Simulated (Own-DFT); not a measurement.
# Point defects and the pressure they add: zincblende GaAs

Everything here is calculated. The program is Own-DFT (plane waves, in-house, since retired, never reviewed by a person); positions were held fixed, and spin and spin-orbit coupling were off.

All runs used: PBE; PseudoDojo norm-conserving scalar-relativistic files; cutoff 42 hartree; 3 x 3 x 3 k mesh centred on Gamma; Fermi-Dirac smearing of 0.1 eV.

Caveats (not all hold for every row): not probed for a lower state with spin; forces not confirmed at this smearing and k mesh; stress not checked against mesh or cutoff.

All runs share one cell, with vectors in Å (10.862, 0.000, 0.000); (0.000, 10.862, 0.000); (0.000, 0.000, 11.796) and a volume of 1391.7 Å³, strained against the parent crystal. Atoms were moved at random from their sites; u is the rms move along one axis. The defect's site can differ from row to row.

```
cell,formula,u (Å),P (GPa)
no defect,As32Ga32,0.0284,6.67
no defect,As32Ga32,0.0288,6.65
no defect,As32Ga32,0.0482,7.02
one Al on a Ga site,AlAs32Ga31,0.0293,6.63
one Al on a Ga site,AlAs32Ga31,0.0487,7.01
one Al on a Ga site,AlAs32Ga31,0.0522,7.18
one P on an As site,As31Ga32P,0.0313,6.33
one P on an As site,As31Ga32P,0.0489,6.67
one P on an As site,As31Ga32P,0.0509,6.66
one In on a Ga site,As32Ga31In,0.0288,7.43
one In on a Ga site,As32Ga31In,0.0302,7.47
one In on a Ga site,As32Ga31In,0.0309,?
one In on a Ga site,As32Ga31In,0.0310,7.45
one As vacancy and one Ga vacancy,As31Ga31,0.0298,6.00
one As vacancy and one Ga vacancy,As31Ga31,0.0299,5.97
one As vacancy and one Ga vacancy,As31Ga31,0.0508,6.17
```

## Analysis

P = P0 + c u² + a shift for each defect gives P0 = 6.50 GPa, c = 210 ± 24 GPa/Å² and a scatter of 0.06 GPa. The shifts, and each times the cell's volume:

- one In on a Ga site: 0.76 ± 0.05 GPa, 6.6 eV
- one Al on a Ga site: 0.02 ± 0.05 GPa, 0.2 eV (not resolved)
- one P on an As site: -0.36 ± 0.05 GPa, -3.1 eV
- one As vacancy and one Ga vacancy: -0.76 ± 0.05 GPa, -6.6 eV

Against the defect-free cell, a freed cell would be larger where the shift is positive and smaller where it is negative (160.2 GPa Å³ is 1 eV). The atoms around the defects weren't relaxed, which would change these numbers.

## Check

The question: what pressure belongs in the blank (one In on a Ga site, u = 0.0309 Å)?

The fitted form gives 7.46 ± 0.07 GPa. The hidden result is 7.43 GPa.
